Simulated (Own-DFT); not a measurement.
## Calculated data, GaN (wurtzite, atoms displaced)

All values are calculated (Own-DFT development build). A calculation, not a measurement: plane-wave PBE density functional theory by an unreviewed code, no spin, of a simulated periodic cell, stress positive in tension, free energy of the whole cell less one offset for each atom, forces on such cells passed a denser k mesh, this cell's mesh not checked; offsets are fitted by least squares, one for each functional and potential file, so energies compare only between cells with the same atoms and settings and are not formation energies; the far tail of each file's local potential was reset to the Coulomb form; each entry is a single point on an unrelaxed cell, so the pressure reflects the starting lattice, mostly measured values (interpolated for alloys), from which strain is counted, and rises with the displacements; printed positions are rounded, which can move forces by about a meV/angstrom; the program, named Own-DFT, is a retired in-house code; no spin-orbit coupling.

Settings shared by all entries: functional PBE; potential files PseudoDojo norm-conserving, scalar-relativistic, standard set with the stringent files for Ga; wave cutoff 96 hartree; occupations Gaussian; smearing width 0.01 eV; k mesh 3 x 4 x 3 centred on Gamma.

(1) GaN (wurtzite, atoms displaced)

```xyz
96
Lattice="12.7560 0.0000 0.0000 -4.7835 8.2853 0.0000 0.0000 0.0000 10.3700" Properties=species:S:1:pos:R:3 GaN
Ga    -0.0068     1.8401    10.3370
Ga     1.5789     0.9185     2.6356
N      0.0015     1.8345     1.9701
N      1.6000     0.8983     4.5435
Ga     0.0297     1.8282     5.1476
Ga     1.5820     0.9422     7.8103
N      0.0173     1.8810     7.1034
N      1.6046     0.9044     9.7171
Ga    -1.5972     4.6166    10.3689
Ga    -0.0220     3.7094     2.5888
N     -1.6209     4.6237     1.9737
N      0.0202     3.6704     4.5683
Ga    -1.6076     4.5847     5.1785
Ga     0.0061     3.6847     7.7855
N     -1.6034     4.6078     7.1502
N     -0.0208     3.6569     9.7650
Ga    -3.1921     7.3887    10.3398
Ga    -1.5902     6.4719     2.6092
N     -3.1911     7.3879     1.9862
N     -1.5735     6.4052     4.5600
Ga    -3.2113     7.3848     5.1587
Ga    -1.6129     6.4445     7.7539
N     -3.1784     7.3339     7.1571
N     -1.5828     6.4296     9.6941
Ga     3.1578     1.8583     0.0003
Ga     4.8051     0.9133     2.6016
N      3.1715     1.8567     1.9088
N      4.7911     0.9361     4.5376
Ga     3.1725     1.8617     5.2044
Ga     4.7933     0.9408     7.7963
N      3.1678     1.8773     7.1498
N      4.7987     0.8684     9.6956
Ga     1.6133     4.6009    10.3690
Ga     3.1969     3.6750     2.5986
N      1.6124     4.6143     1.9544
N      3.1854     3.7072     4.5225
Ga     1.6041     4.6488     5.1563
Ga     3.1873     3.7155     7.7828
N      1.5824     4.6292     7.1414
N      3.1913     3.6547     9.7261
Ga    -0.0166     7.3754     0.0276
Ga     1.6146     6.4164     2.5697
N     -0.0204     7.3401     1.9485
N      1.6342     6.4486     4.5515
Ga    -0.0325     7.3612     5.1766
Ga     1.6142     6.4562     7.7676
N     -0.0410     7.3748     7.1282
N      1.6103     6.4117     9.7394
Ga     6.3781     1.8592    10.3481
Ga     8.0040     0.9406     2.5861
N      6.3389     1.8588     1.9675
N      7.9590     0.9219     4.5682
Ga     6.3633     1.8506     5.1808
Ga     7.9670     0.9123     7.7755
N      6.3919     1.8345     7.1151
N      7.9712     0.9216     9.7012
Ga     4.7791     4.5797     0.0133
Ga     6.3893     3.6839     2.5761
N      4.7715     4.6070     1.9864
N      6.3686     3.6813     4.5564
Ga     4.7975     4.5668     5.1816
Ga     6.4005     3.6701     7.7805
N      4.7888     4.5896     7.1404
N      6.3885     3.6401     9.7146
Ga     3.2065     7.3610     0.0087
Ga     4.7883     6.4453     2.5929
N      3.1559     7.3485     1.9428
N      4.7753     6.4140     4.5590
Ga     3.1778     7.3694     5.1529
Ga     4.7512     6.4555     7.8204
N      3.2001     7.3719     7.1375
N      4.7846     6.4411     9.7194
Ga     9.5430     1.8155     0.0329
Ga    11.1279     0.9377     2.5823
N      9.5559     1.8414     1.9514
N     11.1744     0.9144     4.4946
Ga     9.5246     1.8351     5.1559
Ga    11.1732     0.9138     7.7652
N      9.5532     1.8466     7.1372
N     11.1890     0.9322     9.7464
Ga     7.9674     4.5882    10.3692
Ga     9.5503     3.6609     2.5522
N      7.9437     4.6016     1.9618
N      9.5937     3.6658     4.5441
Ga     7.9300     4.6074     5.1812
Ga     9.5454     3.6602     7.7938
N      7.9355     4.6223     7.1578
N      9.5600     3.6701     9.7006
Ga     6.3661     7.3766     0.0065
Ga     8.0054     6.4457     2.6047
N      6.4300     7.3906     1.9862
N      7.9639     6.4418     4.5189
Ga     6.3769     7.3883     5.1674
Ga     7.9761     6.4567     7.7817
N      6.4007     7.3527     7.1282
N      7.9560     6.4150     9.7315
```

* free energy of cell above offsets: -10.302 eV
* pressure: 5.43 GPa
* stress xx: -4.58 GPa
* stress yy: -5.86 GPa
* stress zz: -5.84 GPa
* stress yz: 0.29 GPa
* stress xz: -0.09 GPa
* stress xy: -0.71 GPa

Force:
| element | x (eV/Å) | y (eV/Å) | z (eV/Å) |
| --- | --- | --- | --- |
| Ga | 0.385 | -0.084 | 1.005 |
| Ga | 0.199 | 0.384 | -0.957 |
| N | -0.227 | 0.375 | -0.336 |
| N | 0.33 | 0.405 | 0.285 |
| Ga | -0.579 | 0.302 | 0.295 |
| Ga | 0.178 | -0.367 | -0.965 |
| N | -0.23 | -0.723 | 0.358 |
| N | -0.317 | 0.437 | 0.292 |
| Ga | -0.192 | -0.139 | -0.02 |
| Ga | 0.333 | -0.408 | 0.107 |
| N | 0.018 | -0.107 | -0.39 |
| N | -0.078 | 0.331 | -0.489 |
| Ga | 0.392 | -0.208 | 0.484 |
| Ga | -0.273 | 0.414 | -0.075 |
| N | -0.093 | -0.385 | -0.134 |
| N | 0.483 | 0.51 | -0.431 |
| Ga | 0.076 | -0.86 | 0.541 |
| Ga | -0.37 | -0.374 | 0.008 |
| N | 0.257 | -0.233 | -0.688 |
| N | -0.604 | 0.592 | -0.244 |
| Ga | 0.409 | -0.922 | 0.704 |
| Ga | 0.45 | -0.262 | 0.136 |
| N | -0.536 | 0.982 | -0.581 |
| N | -0.278 | 0.328 | 0.649 |
| Ga | 0.671 | -0.676 | -0.282 |
| Ga | -0.768 | 0.003 | -0.297 |
| N | 0.22 | -0.442 | 0.928 |
| N | -0.485 | -0.193 | 0.153 |
| Ga | 0.249 | 0.017 | -0.113 |
| Ga | -0.333 | -0.295 | -0.792 |
| N | 0.251 | -0.317 | 0.018 |
| N | -0.258 | 0.999 | 0.881 |
| Ga | -0.394 | -0.23 | 0.04 |
| Ga | -0.247 | -0.093 | -0.205 |
| N | -0.287 | -0.47 | -0.068 |
| N | 0.001 | -0.499 | 0.426 |
| Ga | -0.162 | -0.69 | 0.569 |
| Ga | -0.108 | -0.122 | -0.281 |
| N | 0.22 | -0.151 | -0.164 |
| N | 0.067 | 0.497 | 0.059 |
| Ga | 0.293 | -0.658 | -0.689 |
| Ga | -0.557 | 0.359 | 0.426 |
| N | 0.568 | 0.409 | 0.377 |
| N | -0.968 | 0.399 | -0.536 |
| Ga | 0.642 | 0.127 | 0.236 |
| Ga | -0.704 | 0.166 | 0.151 |
| N | 0.734 | 0.135 | 0.016 |
| N | -0.141 | 0.613 | -0.072 |
| Ga | -0.258 | -0.91 | 0.376 |
| Ga | -1.167 | -0.527 | 0.256 |
| N | 0.952 | -0.296 | -0.478 |
| N | -0.106 | -0.027 | -0.774 |
| Ga | 0.093 | -0.141 | 0.053 |
| Ga | 0.175 | 0.127 | -0.352 |
| N | -0.202 | 0.074 | 0.319 |
| N | 0.005 | -0.211 | 0.707 |
| Ga | 0.17 | 0.088 | -0.039 |
| Ga | -0.528 | 0.063 | 0.475 |
| N | 0.34 | 0.014 | -0.635 |
| N | 0.226 | -0.216 | -0.5 |
| Ga | -0.413 | 0.571 | 0.289 |
| Ga | -0.51 | 0.067 | -0.276 |
| N | 0.048 | 0.287 | 0.173 |
| N | -0.312 | 0.803 | 0.332 |
| Ga | -0.545 | -0.01 | -0.326 |
| Ga | 0.202 | 0.184 | 0.197 |
| N | 0.874 | 0.687 | 0.202 |
| N | 0.187 | 0.433 | -0.215 |
| Ga | 0.577 | -0.141 | 0.6 |
| Ga | 0.715 | -0.31 | -1.167 |
| N | -0.145 | 0.001 | -0.231 |
| N | 0.088 | -0.191 | 0.791 |
| Ga | 0.413 | 0.408 | -1.07 |
| Ga | 0.965 | -0.131 | -0.112 |
| N | -0.039 | -0.041 | -0.111 |
| N | -0.388 | 0.328 | 0.816 |
| Ga | 0.938 | 0.098 | 0.591 |
| Ga | -0.088 | 0.274 | -0.129 |
| N | 0.224 | -0.375 | -0.221 |
| N | -0.794 | -0.321 | -0.333 |
| Ga | 0.11 | 0.049 | -0.111 |
| Ga | 0.124 | 0.742 | 0.764 |
| N | 0.512 | 0.026 | -0.288 |
| N | -0.967 | 0.149 | -0.393 |
| Ga | 0.828 | -0.024 | 0.256 |
| Ga | 0.197 | 0.483 | -0.694 |
| N | 0.611 | -0.244 | -0.422 |
| N | 0.017 | -0.145 | 1.092 |
| Ga | 0.458 | -0.217 | 0.195 |
| Ga | -0.262 | -0.013 | -0.36 |
| N | -0.949 | -0.427 | -0.587 |
| N | 0.097 | -0.031 | 0.576 |
| Ga | -0.231 | -0.429 | 0.074 |
| Ga | -0.033 | -0.245 | 0.001 |
| N | -0.553 | 0.307 | 0.109 |
| N | 0.109 | 0.481 | 0.244 |

(2) GaN (wurtzite, atoms displaced)

```xyz
96
Lattice="12.7560 0.0000 0.0000 -4.7835 8.2853 0.0000 0.0000 0.0000 10.3700" Properties=species:S:1:pos:R:3 GaN
Ga     0.0115     1.8429    10.3542
Ga     1.6086     0.9115     2.5560
N      0.0012     1.8523     1.9393
N      1.5970     0.8949     4.5528
Ga    -0.0212     1.8454     5.2061
Ga     1.5589     0.9340     7.8053
N      0.0162     1.8055     7.1262
N      1.5944     0.9088     9.6921
Ga    -1.5870     4.6173    10.3263
Ga     0.0003     3.6750     2.5954
N     -1.6036     4.6262     1.9914
N      0.0153     3.6851     4.5278
Ga    -1.5853     4.6043     5.1769
Ga     0.0163     3.6754     7.7460
N     -1.5848     4.5838     7.1526
N      0.0408     3.6787     9.7412
Ga    -3.1919     7.3939     0.0238
Ga    -1.6046     6.4325     2.5995
N     -3.1755     7.3622     1.9393
N     -1.5938     6.4336     4.5489
Ga    -3.1876     7.3548     5.1951
Ga    -1.5761     6.4758     7.7847
N     -3.2037     7.4209     7.1635
N     -1.5629     6.4561     9.7278
Ga     3.2096     1.8243     0.0039
Ga     4.8015     0.9390     2.6020
N      3.2142     1.8092     1.9689
N      4.7708     0.9114     4.5571
Ga     3.2164     1.8628     5.1954
Ga     4.7724     0.9278     7.8303
N      3.1768     1.8558     7.1477
N      4.7724     0.9449     9.7080
Ga     1.6025     4.6096    10.3473
Ga     3.1653     3.6792     2.6223
N      1.6057     4.5907     1.9321
N      3.1829     3.6757     4.5595
Ga     1.5972     4.6017     5.1936
Ga     3.1607     3.6616     7.7716
N      1.5933     4.6334     7.1502
N      3.2024     3.6683     9.7526
Ga     0.0001     7.3323    10.3616
Ga     1.5903     6.4688     2.6259
N     -0.0070     7.3625     1.9336
N      1.5970     6.4524     4.5544
Ga     0.0144     7.3659     5.1897
Ga     1.6195     6.4170     7.7789
N     -0.0022     7.3817     7.1281
N      1.6252     6.4524     9.7613
Ga     6.3741     1.8544    10.3650
Ga     7.9850     0.9387     2.6044
N      6.3794     1.8430     1.9655
N      7.9842     0.9482     4.5549
Ga     6.3834     1.8333     5.1704
Ga     7.9901     0.9187     7.8121
N      6.3432     1.8642     7.1387
N      7.9845     0.9301     9.7067
Ga     4.7582     4.6069    10.3547
Ga     6.3900     3.6584     2.6105
N      4.7691     4.6274     1.9560
N      6.3605     3.7261     4.5468
Ga     4.7661     4.6146     5.2021
Ga     6.3804     3.6826     7.7917
N      4.7662     4.5649     7.1535
N      6.3931     3.6689     9.7106
Ga     3.1820     7.3672    10.3486
Ga     4.7447     6.4646     2.5744
N      3.1966     7.3672     1.9538
N      4.7849     6.4582     4.5271
Ga     3.1816     7.3641     5.2146
Ga     4.8054     6.4641     7.7808
N      3.2110     7.3714     7.1529
N      4.7893     6.4630     9.7305
Ga     9.5876     1.8397     0.0230
Ga    11.1703     0.8816     2.5878
N      9.5886     1.8379     1.9510
N     11.1535     0.9079     4.5782
Ga     9.5675     1.8191     5.1857
Ga    11.1855     0.9239     7.7793
N      9.5633     1.8359     7.1113
N     11.1663     0.9318     9.7583
Ga     7.9880     4.6532    10.3659
Ga     9.5835     3.6824     2.6180
N      7.9557     4.5777     1.9695
N      9.5417     3.6943     4.5217
Ga     7.9937     4.6055     5.1855
Ga     9.6086     3.7083     7.7945
N      7.9671     4.6313     7.1403
N      9.5749     3.6998     9.7265
Ga     6.3634     7.3736     0.0157
Ga     7.9969     6.4486     2.5655
N      6.3667     7.3682     1.9624
N      7.9862     6.4549     4.5368
Ga     6.3619     7.3393     5.2043
Ga     7.9630     6.4561     7.8046
N      6.3849     7.3344     7.1729
N      7.9832     6.4381     9.7540
```

* free energy of cell above offsets: -10.471 eV
* pressure: 5.39 GPa
* stress xx: -5.12 GPa
* stress yy: -4.99 GPa
* stress zz: -6.06 GPa
* stress yz: -0.05 GPa
* stress xz: -0.01 GPa
* stress xy: -0.27 GPa

Force:
| element | x (eV/Å) | y (eV/Å) | z (eV/Å) |
| --- | --- | --- | --- |
| Ga | 0.041 | 0.078 | 0.311 |
| Ga | -0.216 | 0.215 | 0.891 |
| N | 0.039 | -0.394 | 0.095 |
| N | 0.024 | 0.611 | -0.261 |
| Ga | 0.576 | -0.395 | -0.769 |
| Ga | 0.955 | -0.031 | -0.788 |
| N | -0.468 | 0.872 | 0.315 |
| N | 0.105 | 0.305 | 1.118 |
| Ga | 0.191 | -0.236 | 0.845 |
| Ga | 0.091 | 0.268 | -0.418 |
| N | 0.216 | -0.501 | -0.895 |
| N | -0.168 | -0.099 | 0.578 |
| Ga | -0.244 | -0.162 | 0.004 |
| Ga | -0.12 | -0.123 | 0.523 |
| N | 0.311 | 0.635 | -0.347 |
| N | -0.57 | 0.082 | -0.615 |
| Ga | 0.261 | -0.45 | -0.605 |
| Ga | 0.369 | 0.373 | 0.049 |
| N | -0.093 | 0.03 | 0.117 |
| N | 0.167 | 0.17 | 0.158 |
| Ga | -0.016 | 0.274 | 0.133 |
| Ga | -0.436 | -0.141 | -0.343 |
| N | 0.222 | -1.029 | -0.124 |
| N | -0.662 | -0.045 | -0.034 |
| Ga | -0.411 | 0.272 | 0.164 |
| Ga | -0.139 | -0.62 | 0.027 |
| N | -0.261 | 0.531 | -0.31 |
| N | 0.415 | 0.12 | -0.219 |
| Ga | -0.683 | -0.672 | 0.085 |
| Ga | 0.065 | 0.187 | -1.299 |
| N | -0.156 | -0.405 | 0.036 |
| N | 0.398 | -0.713 | 1.018 |
| Ga | 0.337 | -0.163 | 0.546 |
| Ga | 0.434 | 0.029 | -0.603 |
| N | -0.307 | 0.387 | 0.45 |
| N | -0.032 | 0.315 | 0.034 |
| Ga | -0.029 | 0.05 | -0.179 |
| Ga | 0.481 | 0.208 | 0.392 |
| N | -0.046 | -0.674 | -0.31 |
| N | -0.413 | -0.016 | -0.491 |
| Ga | 0.399 | 0.74 | 0.212 |
| Ga | 0.006 | -0.441 | -0.784 |
| N | 0.099 | 0.122 | 0.422 |
| N | 0.095 | -0.15 | 0.215 |
| Ga | -0.452 | 0.043 | -0.016 |
| Ga | -0.301 | 1.026 | 0.255 |
| N | 0.44 | -0.204 | 0.4 |
| N | -0.493 | -0.171 | -0.757 |
| Ga | 0.2 | -0.093 | 0.051 |
| Ga | 0.039 | -0.243 | -0.182 |
| N | 0.185 | -0.158 | -0.295 |
| N | -0.308 | -0.605 | -0.15 |
| Ga | -0.253 | 0.561 | 0.458 |
| Ga | -0.476 | 0.491 | -0.947 |
| N | 0.611 | -0.596 | 0.014 |
| N | -0.065 | 0.007 | 0.908 |
| Ga | 0.641 | -0.021 | 0.349 |
| Ga | -0.579 | 0.768 | -0.173 |
| N | 0.106 | -0.539 | -0.012 |
| N | 0.196 | -0.641 | 0.22 |
| Ga | 0.234 | 0.045 | -0.094 |
| Ga | 0.059 | 0.028 | -0.448 |
| N | -0.011 | 0.823 | 0.01 |
| N | -0.092 | 0.582 | 0.638 |
| Ga | 0.404 | 0.324 | 0.487 |
| Ga | 0.636 | -0.47 | 0.244 |
| N | -0.563 | 0.508 | -0.173 |
| N | -0.415 | -0.1 | 0.414 |
| Ga | 0.338 | 0.264 | -0.365 |
| Ga | -0.35 | -0.817 | 0.076 |
| N | -0.277 | -0.122 | 0.017 |
| N | -0.084 | -0.198 | 0.007 |
| Ga | -0.352 | 0.334 | -0.302 |
| Ga | 0.131 | 0.641 | 0.396 |
| N | -0.105 | 0.048 | 0.301 |
| N | 0.126 | -0.028 | -0.451 |
| Ga | 0.087 | 0.598 | -0.069 |
| Ga | -0.64 | -0.132 | 0.065 |
| N | 0.339 | 0.212 | 0.709 |
| N | 0.135 | -0.136 | -0.55 |
| Ga | -0.323 | -1.156 | 0.384 |
| Ga | -0.28 | 0.004 | -0.654 |
| N | 0.488 | 0.374 | -0.36 |
| N | 0.68 | -0.428 | 0.757 |
| Ga | -0.533 | 0.261 | 0.052 |
| Ga | -0.983 | -0.501 | -0.401 |
| N | 0.385 | -0.307 | 0.145 |
| N | 0.053 | -0.203 | 0.256 |
| Ga | 0.23 | -0.098 | -0.036 |
| Ga | -0.528 | -0.329 | 0.459 |
| N | 0.237 | -0.374 | -0.155 |
| N | -0.232 | -0.102 | 0.002 |
| Ga | 0.471 | 0.108 | -0.181 |
| Ga | 0.547 | -0.18 | -0.199 |
| N | 0.009 | 0.689 | -0.386 |
| N | -0.134 | 0.805 | -0.059 |
